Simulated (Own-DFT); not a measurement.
# Energy and forces against displacement in 6H (3C twinned every three layers) SiC, 48 atoms (C24Si24)

Calculated results; nothing here was measured. They come from Own-DFT, an in-house plane-wave density functional program, since retired, whose code no person has reviewed. Each row is one single-point run on a periodic cell that was not relaxed, without spin or spin-orbit coupling.

Settings of every run: PBE; PseudoDojo norm-conserving scalar-relativistic files; cutoff 42 hartree; 5 x 5 x 2 k mesh centred on Gamma; Fermi-Dirac smearing of 0.1 eV.

Known limits, some of them of some rows only: some atoms lie very close together; forces on such cells passed a denser k mesh, each cell not checked; stress not checked against mesh or cutoff.

Cell vectors in Å: (4.360, -4.360, 0.000); (0.000, 4.360, -4.360); (8.719, 8.719, 8.719). In each run every atom was moved at random and independently from its ideal site; u is the rms move along one axis. E is the free energy for each atom above the fitted value at u = 0, and F the rms of the force components.

```
run   u (Å)  E (meV/atom)  F (eV/Å)  largest force (eV/Å)  P (GPa)
  1  0.0288          34.9     0.876                  3.26     3.73
  2  0.0300             ?         ?                     ?        ?
  3  0.0307          36.3     0.872                  3.41     3.82
  4  0.0564         119.3     1.602                  5.60     5.86
  5  0.0608         141.6     1.914                  7.40     6.34
  6  0.0685         200.5     2.325                  9.76     7.50
  7  0.1012         405.1     3.560                 15.33    12.93
  8  0.1043         421.3     3.828                 15.08    12.85
  9  0.1073         476.5     3.730                 15.24    13.98
```

## Worked fit

For small independent moves the energy grows as E = (3/2) K u², with K the mean stiffness felt by one atom. The runs with u up to 0.11 Å give K = 26.5 ± 0.6 eV/Å², with residuals divided by u² + 0.0006 Å², since the noise grows with the moves. The scatter is 5.3 meV/atom at u = 0.05 Å. The forces follow F = G u with G = 32.5 eV/Å²; no force at u = 0 is resolved. G exceeds K because the moves of its neighbours add to the force on an atom, and stiffness differs between atoms. The pressure follows P = 2.91 + 951 u² GPa: at fixed volume, shortened bonds push harder than stretched ones pull.

## Withheld run

Question: what energy and rms force should run 2 give?

The fit gives 36 ± 3 meV/atom and about 0.97 eV/Å. The calculation gave 37.1 meV/atom and 0.885 eV/Å.
